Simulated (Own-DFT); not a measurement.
# How strain changes the stress of wurtzite AlN, 72 atoms (Al36N36)

All numbers below are calculated, not measured. The program, named Own-DFT, is a retired in-house plane-wave density functional code that no person has reviewed. Each row is one single-point run on a periodic cell that was not relaxed, without spin or spin-orbit coupling.

Settings of every run: PBE; PseudoDojo norm-conserving scalar-relativistic files; cutoff 42 hartree; 4 x 4 x 3 k mesh centred on Gamma; Gaussian smearing of 0.01 eV.

Known limits: k mesh not checked against a denser one; stress not checked against mesh or cutoff.

Unstrained cell vectors in Å: (9.336, 0.000, 0.000); (-4.668, 8.085, 0.000); (0.000, 0.000, 9.964). The unstrained cell has measured lattice constants (interpolated for alloys), not those of this functional. That, the random moves and any unrelaxed bonds set the pressure at no strain. Each run strains this cell uniformly, with the atoms carried along. Every atom was also moved at random, by a Gaussian of width 0.05 Å on each axis. Strain is the symmetric tensor, in per cent. Stress is positive in tension, and the pressure is minus a third of its trace.

| run | e_xx (%) | e_yy (%) | e_zz (%) | s_xx (GPa) | s_yy (GPa) | s_zz (GPa) | P (GPa) | E (meV/atom) |
|---|---|---|---|---|---|---|---|---|
| 1 | 0.00 | 0.00 | -1.25 | -5.76 | -7.27 | -13.05 | 8.69 | 38.5 |
| 2 | 0.00 | 0.00 | -2.00 | -7.34 | -6.91 | -14.47 | 9.57 | 24.3 |
| 3 | 0.00 | 0.00 | 1.00 | -7.38 | -2.85 | -0.61 | 3.61 | 14.3 |
| 4 | 0.00 | 0.00 | -0.25 | -6.63 | -4.05 | -7.84 | 6.17 | 28.2 |
| 5 | 0.00 | 0.00 | 2.50 | -1.70 | -4.37 | 4.85 | 0.41 | 0.0 |
| 6 | 0.00 | 0.00 | -1.75 | -9.43 | -5.35 | -13.08 | 9.29 | 26.4 |
| 7 | 0.00 | 0.00 | -0.75 | -5.27 | -5.99 | -10.96 | 7.40 | 17.5 |
| 8 | 0.00 | 0.00 | 1.50 | -5.02 | -4.04 | 1.16 | 2.63 | 11.3 |
| 9 | 0.00 | 0.00 | -1.00 | ? | ? | ? | ? | ? |

E is the free energy for each atom above the lowest run shown.

## Worked fit

The change of volume is close to e_xx + e_yy + e_zz. A straight line through the runs shown gives P = 5.71 - 208 x (fractional change of volume) GPa, with an error of 5 on the slope and a scatter of 0.21 GPa. The strain isn't the same on all axes and the cell isn't cubic, so the slope belongs to this path and is not the bulk modulus.

## Withheld run

Question: what pressure should run 9 give? Its volume changes by -1.00 %.

The line gives 7.8 GPa. The calculation gave 8.14 GPa.
